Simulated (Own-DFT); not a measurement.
SiC (4H silicon carbide, atoms displaced) (calculated)

All values are calculated (Own-DFT development build). A calculation, not a measurement: plane-wave PBE density functional theory by an unreviewed code, no spin, of a simulated periodic cell, stress positive in tension, free energy of the whole cell less one offset for each atom, forces on such cells passed a denser k mesh, this cell's mesh not checked; offsets are fitted by least squares, one for each functional and potential file, so energies compare only between cells with the same atoms and settings and are not formation energies; the far tail of each file's local potential was reset to the Coulomb form; each entry is a single point on an unrelaxed cell, so the pressure reflects the starting lattice, mostly measured values (interpolated for alloys), from which strain is counted, and rises with the displacements; printed positions are rounded, which can move forces by about a meV/angstrom; the program, named Own-DFT, is a retired in-house code; no spin-orbit coupling; before rounding, a Quantum ESPRESSO 7.3.1 run of the same cell and cutoff gave forces within 1 meV/angstrom rms on each cell, which checks the program and not the settings.

Settings shared by all entries: functional PBE; potential files PseudoDojo norm-conserving, scalar-relativistic, standard set; wave cutoff 42 hartree; occupations Fermi-Dirac; smearing width 0.1 eV; k mesh 5 x 5 x 3 centred on Gamma.

(1) SiC (4H silicon carbide, atoms displaced)

```cif
# cell vector a (Å): 6.1654 0.0000 0.0000
# cell vector b (Å): -3.0827 5.3394 0.0000
# cell vector c (Å): 0.0000 0.0000 10.0681
data_SiC
_symmetry_space_group_name_H-M 'P 1'
_symmetry_Int_Tables_number 1
_cell_length_a 6.1654
_cell_length_b 6.1654
_cell_length_c 10.0681
_cell_angle_alpha 90.000
_cell_angle_beta 90.000
_cell_angle_gamma 120.000
_cell_volume 331.44
loop_
_atom_site_label
_atom_site_type_symbol
_atom_site_fract_x
_atom_site_fract_y
_atom_site_fract_z
_atom_site_occupancy
Si1 Si 0.99837 0.01461 0.39960 1
Si2 Si 0.19135 0.33418 0.14777 1
C1 C 0.98240 0.00272 0.10103 1
C2 C 0.14992 0.33318 0.35415 1
Si3 Si 0.00309 0.51174 0.40729 1
Si4 Si 0.15955 0.83920 0.15362 1
C3 C 0.98025 0.47642 0.09486 1
C4 C 0.17981 0.83382 0.35141 1
Si5 Si 0.52666 0.02650 0.40477 1
Si6 Si 0.68166 0.34511 0.15859 1
C5 C 0.49766 0.01388 0.10004 1
C6 C 0.67288 0.31946 0.34527 1
Si7 Si 0.50725 0.49697 0.40536 1
Si8 Si 0.64994 0.82831 0.16062 1
C7 C 0.48804 0.49659 0.09055 1
C8 C 0.66121 0.82659 0.34274 1
Si9 Si 0.00303 0.01628 0.90718 1
Si10 Si 0.83723 0.66693 0.65912 1
C9 C 0.00219 0.99487 0.59633 1
C10 C 0.84711 0.67002 0.84917 1
Si11 Si 0.00015 0.50094 0.90786 1
Si12 Si 0.83291 0.17019 0.66079 1
C11 C 0.01613 0.51236 0.59476 1
C12 C 0.82566 0.16839 0.85293 1
Si13 Si 0.51810 0.00528 0.90641 1
Si14 Si 0.34666 0.69630 0.66386 1
C13 C 0.48990 0.98953 0.59869 1
C14 C 0.33669 0.66875 0.84077 1
Si15 Si 0.51596 0.50206 0.90235 1
Si16 Si 0.31935 0.16466 0.64621 1
C15 C 0.50890 0.49050 0.60115 1
C16 C 0.34055 0.18935 0.83567 1
```

Results for SiC (4H silicon carbide, atoms displaced): free energy of cell above offsets -1.144 eV; pressure 6.3 GPa; stress xx -4.67 GPa; stress yy -10.44 GPa; stress zz -3.79 GPa; stress yz 3.24 GPa; stress xz 1.34 GPa; stress xy -3.07 GPa.

Force:
```
element  x (eV/Å)  y (eV/Å)  z (eV/Å)
     Si     1.453    -2.868     1.578
     Si    -5.819    -1.627     3.209
      C     1.554    -0.563    -1.411
      C     2.906     1.605    -2.474
     Si     0.633    -0.069     1.089
     Si     0.489    -0.985     1.141
      C     3.322     3.495    -0.897
      C    -1.521     1.978    -1.723
     Si    -1.206    -6.391     2.111
     Si    -2.486    -1.944     0.364
      C     0.137    -1.236    -1.298
      C    -1.167     5.273    -1.255
     Si    -1.295    -0.264     1.584
     Si    -0.126     0.821    -0.834
      C     3.985     2.139     -0.46
      C     0.466     0.376      0.67
     Si     1.478    -0.942     0.296
     Si     0.544    -0.417    -0.076
      C    -2.689     0.047    -1.118
      C    -0.907     1.257     -0.47
     Si     0.826     0.364     0.411
     Si     0.333     0.268    -0.519
      C    -0.767    -0.944       0.7
      C     2.274     1.149    -2.145
     Si    -4.336    -0.983     1.083
     Si     0.783    -5.271    -1.391
      C     1.011     4.638    -2.098
      C     0.398     0.409     2.616
     Si    -1.462     0.779    -0.189
     Si     2.026     0.459     2.163
      C    -1.252     2.015    -1.872
      C     0.414     -2.57     1.214
```

(2) SiC (4H silicon carbide, atoms displaced)

```cif
# cell vector a (Å): 6.1654 0.0000 0.0000
# cell vector b (Å): -3.0827 5.3394 0.0000
# cell vector c (Å): 0.0000 0.0000 10.0681
data_SiC
_symmetry_space_group_name_H-M 'P 1'
_symmetry_Int_Tables_number 1
_cell_length_a 6.1654
_cell_length_b 6.1654
_cell_length_c 10.0681
_cell_angle_alpha 90.000
_cell_angle_beta 90.000
_cell_angle_gamma 120.000
_cell_volume 331.44
loop_
_atom_site_label
_atom_site_type_symbol
_atom_site_fract_x
_atom_site_fract_y
_atom_site_fract_z
_atom_site_occupancy
Si1 Si 0.00649 0.98196 0.41373 1
Si2 Si 0.15520 0.34605 0.15907 1
C1 C 0.99615 0.01556 0.07051 1
C2 C 0.15918 0.32245 0.34418 1
Si3 Si 0.01879 0.50974 0.39662 1
Si4 Si 0.16909 0.84159 0.16694 1
C3 C 0.99291 0.50064 0.09307 1
C4 C 0.16251 0.81401 0.35305 1
Si5 Si 0.52025 0.01266 0.39556 1
Si6 Si 0.66275 0.33659 0.14960 1
C5 C 0.49238 0.00727 0.09699 1
C6 C 0.67832 0.34652 0.32602 1
Si7 Si 0.50299 0.51480 0.40612 1
Si8 Si 0.66914 0.83927 0.16017 1
C7 C 0.47933 0.48391 0.08687 1
C8 C 0.66601 0.82717 0.33964 1
Si9 Si 0.01302 0.02292 0.91193 1
Si10 Si 0.82910 0.67757 0.66101 1
C9 C 0.00473 0.01208 0.60055 1
C10 C 0.82202 0.67412 0.84759 1
Si11 Si 0.99837 0.49558 0.90197 1
Si12 Si 0.83169 0.17605 0.65681 1
C11 C 0.99596 0.49483 0.59060 1
C12 C 0.83667 0.18163 0.84572 1
Si13 Si 0.50255 0.00815 0.91297 1
Si14 Si 0.32934 0.65618 0.65420 1
C13 C 0.49687 0.02287 0.59194 1
C14 C 0.33166 0.67142 0.84380 1
Si15 Si 0.51475 0.49815 0.90468 1
Si16 Si 0.34542 0.16144 0.65976 1
C15 C 0.50919 0.49442 0.59381 1
C16 C 0.33765 0.16886 0.83526 1
```

The calculation gives: free energy of cell above offsets -0.831 eV; pressure 6.62 GPa; stress xx -3.09 GPa; stress yy -5.78 GPa; stress zz -10.98 GPa; stress yz 0.79 GPa; stress xz 1.82 GPa; stress xy 0.2 GPa.

Force:
```
element  x (eV/Å)  y (eV/Å)  z (eV/Å)
     Si    -1.688     1.762      0.12
     Si     1.611    -1.596    -1.508
      C     0.071    -0.747     11.46
      C     1.279    -0.032      0.09
     Si    -1.858    -5.035     2.845
     Si    -1.235    -0.551    -2.828
      C    -0.289     1.507    -0.291
      C     0.812     5.082    -2.153
     Si    -1.302     0.806     1.819
     Si    -0.579      0.65    -0.609
      C     0.941    -1.019     0.476
      C     -0.42    -0.231     3.481
     Si     1.072    -3.099    -0.134
     Si     0.023    -0.739    -3.567
      C     0.567     1.942     1.439
      C     0.811     1.606     1.192
     Si    -0.099    -1.306    -8.223
     Si     1.542    -0.456    -0.253
      C     0.083    -0.888     -0.74
      C     3.036     1.225    -0.614
     Si    -0.456     2.833     0.886
     Si    -0.061    -0.474     0.011
      C    -0.173     1.558    -0.351
      C    -0.006    -1.932    -0.454
     Si    -0.092     -1.08    -1.706
     Si     -0.29     1.284     0.243
      C     4.495    -3.589    -2.157
      C     0.875    -0.138     0.035
     Si    -3.697     -0.13     -0.08
     Si    -3.625     1.813     -0.82
      C    -1.506     0.891    -0.604
      C     0.157     0.082     2.992
```

(3) SiC (4H silicon carbide, atoms displaced)

```cif
# cell vector a (Å): 6.1654 0.0000 0.0000
# cell vector b (Å): -3.0827 5.3394 0.0000
# cell vector c (Å): 0.0000 0.0000 10.0681
data_SiC
_symmetry_space_group_name_H-M 'P 1'
_symmetry_Int_Tables_number 1
_cell_length_a 6.1654
_cell_length_b 6.1654
_cell_length_c 10.0681
_cell_angle_alpha 90.000
_cell_angle_beta 90.000
_cell_angle_gamma 120.000
_cell_volume 331.44
loop_
_atom_site_label
_atom_site_type_symbol
_atom_site_fract_x
_atom_site_fract_y
_atom_site_fract_z
_atom_site_occupancy
Si1 Si 0.99952 0.99955 0.40148 1
Si2 Si 0.16524 0.32736 0.14933 1
C1 C 0.99703 0.99601 0.09271 1
C2 C 0.18560 0.36186 0.34596 1
Si3 Si 0.01546 0.49187 0.41105 1
Si4 Si 0.16491 0.83182 0.15344 1
C3 C 0.97900 0.49080 0.08864 1
C4 C 0.18223 0.84405 0.34299 1
Si5 Si 0.51063 0.00060 0.39953 1
Si6 Si 0.65081 0.32959 0.16248 1
C5 C 0.51386 0.00927 0.08882 1
C6 C 0.69324 0.34669 0.34589 1
Si7 Si 0.49744 0.48082 0.41071 1
Si8 Si 0.65549 0.84519 0.16171 1
C7 C 0.49622 0.49374 0.09791 1
C8 C 0.65361 0.82108 0.35269 1
Si9 Si 0.99732 0.01251 0.91033 1
Si10 Si 0.84656 0.67051 0.66204 1
C9 C 0.99301 0.99955 0.59956 1
C10 C 0.83609 0.66991 0.84673 1
Si11 Si 0.98631 0.49359 0.91321 1
Si12 Si 0.80612 0.15273 0.65870 1
C11 C 0.00788 0.50983 0.59163 1
C12 C 0.82191 0.15562 0.84488 1
Si13 Si 0.51073 0.99509 0.91072 1
Si14 Si 0.32340 0.65680 0.65482 1
C13 C 0.50189 0.01442 0.59392 1
C14 C 0.33380 0.68006 0.85112 1
Si15 Si 0.49682 0.48208 0.90587 1
Si16 Si 0.33329 0.16903 0.65567 1
C15 C 0.50145 0.49796 0.59654 1
C16 C 0.34087 0.16082 0.83068 1
```

The calculation gives: free energy of cell above offsets -2.395 eV; pressure 5.32 GPa; stress xx -6.86 GPa; stress yy -1.93 GPa; stress zz -7.17 GPa; stress yz -1.15 GPa; stress xz -0.68 GPa; stress xy 0.24 GPa.

Force:
```
element  x (eV/Å)  y (eV/Å)  z (eV/Å)
     Si     0.164     0.348     1.504
     Si    -1.219     1.092     1.351
      C    -0.478     0.204     1.028
      C     1.037    -4.176    -1.846
     Si    -2.284     2.825    -0.301
     Si     0.328    -0.579     0.057
      C      1.29      0.38     2.644
      C    -0.967    -0.733     -0.41
     Si     -1.18     1.122     2.275
     Si      1.79     0.792    -0.601
      C    -2.352    -0.408     1.827
      C     -1.24    -1.591    -0.081
     Si      0.86     1.883     0.483
     Si     2.447    -2.154    -0.078
      C    -0.732     0.946    -0.807
      C     1.877     0.472    -1.756
     Si     1.889    -1.592    -1.875
     Si     -1.42    -0.059    -0.766
      C     0.132     0.354    -1.329
      C    -0.403    -0.126       0.5
     Si     0.849     0.855    -2.538
     Si     2.989     1.753    -0.073
      C    -0.679    -1.821     1.003
      C     0.762     1.874    -0.109
     Si    -2.242     0.503    -1.598
     Si     1.274     1.834     1.277
      C    -0.883    -2.514    -1.559
      C     0.539     -3.37    -0.841
     Si    -0.683     1.708    -0.438
     Si    -0.803     -0.24    -1.383
      C     0.185     0.447    -0.069
      C    -0.847     -0.03      4.51
```
